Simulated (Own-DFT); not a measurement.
GaP (zincblende, atoms displaced) (calculated)

A calculation, not a measurement: plane-wave PBE density functional theory by an unreviewed code, no spin, of a simulated periodic cell, stress positive in tension, free energy of the whole cell less one offset for each atom, forces on such cells passed a denser k mesh, this cell's mesh not checked; offsets are fitted by least squares, one for each functional and potential file, so energies compare only between cells with the same atoms and settings and are not formation energies; the far tail of each file's local potential was reset to the Coulomb form; each entry is a single point on an unrelaxed cell, so the pressure reflects the starting lattice, mostly measured values (interpolated for alloys), from which strain is counted, and rises with the displacements; printed positions are rounded, which can move forces by about a meV/angstrom; the program, named Own-DFT, is a retired in-house code; no spin-orbit coupling. Program: Own-DFT development build.

Entry: GaP (zincblende, atoms displaced)

```
cell vectors (Å)
  16.3515     0.0000     0.0000
   0.0000    10.9010     0.0000
   0.0000     0.0000    10.9010
atoms (fractions of the cell vectors)
Ga  0.00084  0.00163  0.00128
Ga  0.00039  0.25266  0.25067
Ga  0.16757  0.99812  0.24601
Ga  0.16831  0.24883  0.99664
P   0.08237  0.12281  0.12436
P   0.08164  0.37363  0.37419
P   0.24979  0.12226  0.37622
P   0.24727  0.37582  0.12366
Ga  0.99933  0.99848  0.49436
Ga  0.00070  0.24989  0.75101
Ga  0.16619  0.99864  0.75014
Ga  0.16749  0.25000  0.49937
P   0.08316  0.12519  0.62782
P   0.08467  0.37864  0.87550
P   0.25246  0.12422  0.87668
P   0.25018  0.37431  0.62583
Ga  0.99944  0.50128  0.00097
Ga  0.99804  0.75071  0.25019
Ga  0.16626  0.49938  0.25001
Ga  0.16696  0.74603  0.00275
P   0.08414  0.62513  0.12352
P   0.08604  0.87699  0.37654
P   0.24908  0.62627  0.37601
P   0.24941  0.86953  0.12394
Ga  0.99812  0.50438  0.49909
Ga  0.99972  0.75077  0.74987
Ga  0.16783  0.50202  0.74929
Ga  0.16710  0.74789  0.50056
P   0.08152  0.62533  0.62713
P   0.08356  0.87586  0.87619
P   0.24983  0.62613  0.87634
P   0.25227  0.87228  0.62594
Ga  0.33436  0.00014  0.99930
Ga  0.33614  0.24929  0.25165
Ga  0.49797  0.99993  0.24973
Ga  0.49983  0.24543  0.00005
P   0.41768  0.12516  0.12799
P   0.41819  0.37624  0.37384
P   0.58319  0.12536  0.37450
P   0.58421  0.37529  0.12712
Ga  0.33344  0.00025  0.49917
Ga  0.33477  0.24898  0.75015
Ga  0.50039  0.99757  0.75046
Ga  0.50008  0.24908  0.50244
P   0.41581  0.12466  0.62347
P   0.41706  0.37342  0.87729
P   0.58289  0.12859  0.87506
P   0.58351  0.37238  0.62355
Ga  0.33370  0.49817  0.00137
Ga  0.33305  0.74908  0.25158
Ga  0.50028  0.50119  0.24854
Ga  0.50035  0.74850  0.99992
P   0.41761  0.62249  0.12755
P   0.41805  0.87431  0.37483
P   0.58365  0.62258  0.37254
P   0.58757  0.87199  0.12000
Ga  0.33318  0.50015  0.50393
Ga  0.33081  0.74541  0.74822
Ga  0.50283  0.50227  0.74971
Ga  0.49976  0.75260  0.49667
P   0.41731  0.62625  0.62520
P   0.41848  0.87522  0.87434
P   0.58235  0.62388  0.87094
P   0.58484  0.87342  0.62651
Ga  0.66521  0.99854  0.00052
Ga  0.66728  0.25273  0.25320
Ga  0.83370  0.00089  0.24706
Ga  0.83080  0.24950  0.00085
P   0.75079  0.12297  0.12704
P   0.74854  0.37705  0.37531
P   0.91673  0.12626  0.37269
P   0.91664  0.37419  0.12458
Ga  0.66830  0.99624  0.50083
Ga  0.66754  0.25318  0.75210
Ga  0.83587  0.99621  0.74846
Ga  0.83296  0.24876  0.50094
P   0.74908  0.12528  0.62283
P   0.74902  0.37730  0.87732
P   0.91621  0.12925  0.87653
P   0.91725  0.37391  0.62610
Ga  0.66575  0.50220  0.99770
Ga  0.66772  0.74826  0.24915
Ga  0.83416  0.50237  0.25388
Ga  0.83239  0.75247  0.00242
P   0.74907  0.62461  0.12715
P   0.75092  0.87407  0.37396
P   0.91905  0.62556  0.37533
P   0.91686  0.87490  0.12373
Ga  0.66435  0.50113  0.49733
Ga  0.66958  0.74933  0.74697
Ga  0.83695  0.50221  0.74771
Ga  0.83431  0.74872  0.49669
P   0.75053  0.62611  0.62660
P   0.74847  0.87653  0.87536
P   0.91793  0.62447  0.87616
P   0.91450  0.87612  0.62617
```

It was run with functional PBE, potential files PseudoDojo norm-conserving, scalar-relativistic, standard set, wave cutoff 42 hartree, occupations Fermi-Dirac, smearing width 0.1 eV, hardware one NVIDIA H200 and k mesh 2 x 3 x 3 centred on Gamma.

The calculation gives: free energy of cell above offsets -53.456 eV; pressure 2.74 GPa; stress xx -2.73 GPa; stress yy -2.74 GPa; stress zz -2.74 GPa; stress yz -0.02 GPa; stress xz 0.01 GPa; stress xy 0.16 GPa; wall time 920.4 s.

Force:
```tsv
element	x (eV/Å)	y (eV/Å)	z (eV/Å)
Ga	-0.285	-0.089	-0.345
Ga	-0.099	-0.363	-0.339
Ga	-0.001	0.114	0.15
Ga	-0.391	0.002	0.206
P	0.395	0.521	0.143
P	0.33	0.43	0.377
P	0.061	0.234	-0.413
P	0.586	-0.352	0.335
Ga	0.049	0.267	0.631
Ga	0.139	0.236	0.185
Ga	0.311	0.042	0.047
Ga	-0.258	-0.083	0.131
P	-0.027	-0.156	-0.523
P	-0.138	-0.305	-0.078
P	-0.284	-0.09	-0.41
P	-0.001	-0.013	0.036
Ga	0.16	-0.226	0.023
Ga	0.723	0.213	-0.101
Ga	-0.103	0.064	0.112
Ga	-0.212	0.371	-0.477
P	-0.438	-0.079	0.512
P	-0.331	-0.432	-0.34
P	0.183	-0.452	-0.012
P	0.434	0.505	0.009
Ga	0.425	-0.706	0.344
Ga	-0.07	0.206	0.197
Ga	-0.117	-0.104	0.074
Ga	-0.157	0.217	0.256
P	0.304	0.02	-0.287
P	0.029	-0.26	0.081
P	0.136	-0.345	0.03
P	-0.451	0.322	-0.207
Ga	0.092	-0.273	0.301
Ga	-0.616	0.252	-0.022
Ga	0.821	-0.251	-0.146
Ga	0.105	0.593	0.321
P	-0.307	-0.213	-0.405
P	-0.151	0.049	0.416
P	0.09	-0.305	0.177
P	-0.144	-0.102	-0.444
Ga	0.032	-0.246	0.096
Ga	-0.075	0.109	0.086
Ga	0.117	0.391	-0.136
Ga	-0.073	-0.024	-0.402
P	0.235	-0.194	0.235
P	0.189	0.215	-0.298
P	0.205	-0.573	-0.169
P	0.045	0.392	0.202
Ga	-0.076	0.067	-0.048
Ga	0.131	-0.052	-0.057
Ga	0.143	-0.38	0.113
Ga	-0.006	-0.026	-0.059
P	-0.282	0.4	-0.343
P	-0.443	0.181	-0.149
P	-0.24	0.604	0.125
P	-0.953	0.06	0.784
Ga	0.121	-0.026	-0.421
Ga	0.599	0.367	0.38
Ga	-0.574	-0.636	-0.243
Ga	0.372	-0.397	0.35
P	0.137	-0.094	-0.075
P	-0.481	-0.379	0.035
P	0.493	0.507	0.384
P	-0.195	0.024	-0.27
Ga	0.3	0.609	-0.277
Ga	-0.067	-0.35	-0.305
Ga	0.128	-0.207	0.322
Ga	0.098	0.125	0.063
P	-0.537	0.294	-0.196
P	0.529	-0.022	0.268
P	-0.101	-0.03	0.078
P	-0.194	0.222	0.122
Ga	-0.303	0.315	-0.217
Ga	0.049	-0.2	-0.205
Ga	-0.634	0.836	0.45
Ga	-0.027	0.209	-0.159
P	0.194	-0.168	0.546
P	0.453	0.131	-0.354
P	-0.014	-0.512	-0.121
P	0.041	0.061	-0.346
Ga	-0.135	-0.094	0.319
Ga	-0.093	0.163	0.181
Ga	-0.083	-0.32	-0.395
Ga	-0.097	-0.329	-0.281
P	0.372	-0.11	-0.31
P	0.054	0.011	-0.137
P	-0.444	0.161	-0.145
P	0.037	0.143	0.106
Ga	0.315	-0.086	0.498
Ga	-0.356	0.084	0.475
Ga	-0.451	-0.244	0.357
Ga	-0.185	0.13	0.367
P	0.169	-0.419	-0.646
P	0.355	-0.09	-0.116
P	-0.289	0.4	0.048
P	0.704	-0.459	-0.659
```
